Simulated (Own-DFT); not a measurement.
# One host, several defects: grey tin

Everything here is calculated. The program is Own-DFT (plane waves, in-house, since retired, never reviewed by a person); positions were held fixed, and spin and spin-orbit coupling were off.

Common settings: PBE; PseudoDojo norm-conserving scalar-relativistic files; cutoff 42 hartree; 3 x 3 x 3 k mesh centred on Gamma; cold (Marzari-Vanderbilt) smearing of 0.2 eV.

Keep in mind (not all hold for every row): not probed for a lower state with spin; forces on such cells moved up to 12 meV/angstrom on a denser k mesh; stress not checked against mesh or cutoff.

All runs share one cell, with vectors in Å (12.978, 0.000, 0.000); (0.000, 12.978, 0.000); (0.000, 0.000, 12.978) and a volume of 2185.9 Å³. Atoms were moved at random from their sites; u is the rms move along one axis. The defect's site can differ from row to row.

| cell | formula | u (Å) | P (GPa) |
|---|---|---|---|
| no defect | Sn64 | 0.0195 | 3.38 |
| no defect | Sn64 | 0.0201 | 3.39 |
| no defect | Sn64 | 0.0488 | 3.64 |
| one Sn vacancy | Sn63 | 0.0274 | ? |
| one Sn vacancy | Sn63 | 0.0296 | 3.25 |
| one Sn vacancy | Sn63 | 0.0493 | 3.37 |
| one Sn vacancy | Sn63 | 0.0527 | 3.50 |
| two Sn vacancies | Sn62 | 0.0296 | 3.12 |
| two Sn vacancies | Sn62 | 0.0317 | 3.19 |
| two Sn vacancies | Sn62 | 0.0498 | 3.18 |

## Worked fit

P = P0 + c u² + a shift for each defect gives P0 = 3.37 GPa, c = 97 ± 25 GPa/Å² and a scatter of 0.06 GPa. The shifts, and each times the cell's volume:

- one Sn vacancy: -0.19 ± 0.06 GPa, -2.6 eV
- two Sn vacancies: -0.34 ± 0.05 GPa, -4.7 eV (-2.3 eV for each of its 2 sites)

Positive is outwards. The product with the volume (160.2 GPa Å³ to the eV) is nearly free of the cell's size; divided by the bulk modulus at the cell's pressure it gives the volume that the defect adds. The atoms around the defects weren't relaxed, which would change these numbers.

## Check

The question: what pressure belongs in the blank (one Sn vacancy, u = 0.0274 Å)?

Estimate: 3.25 ± 0.08 GPa. The run itself gave 3.19 GPa.
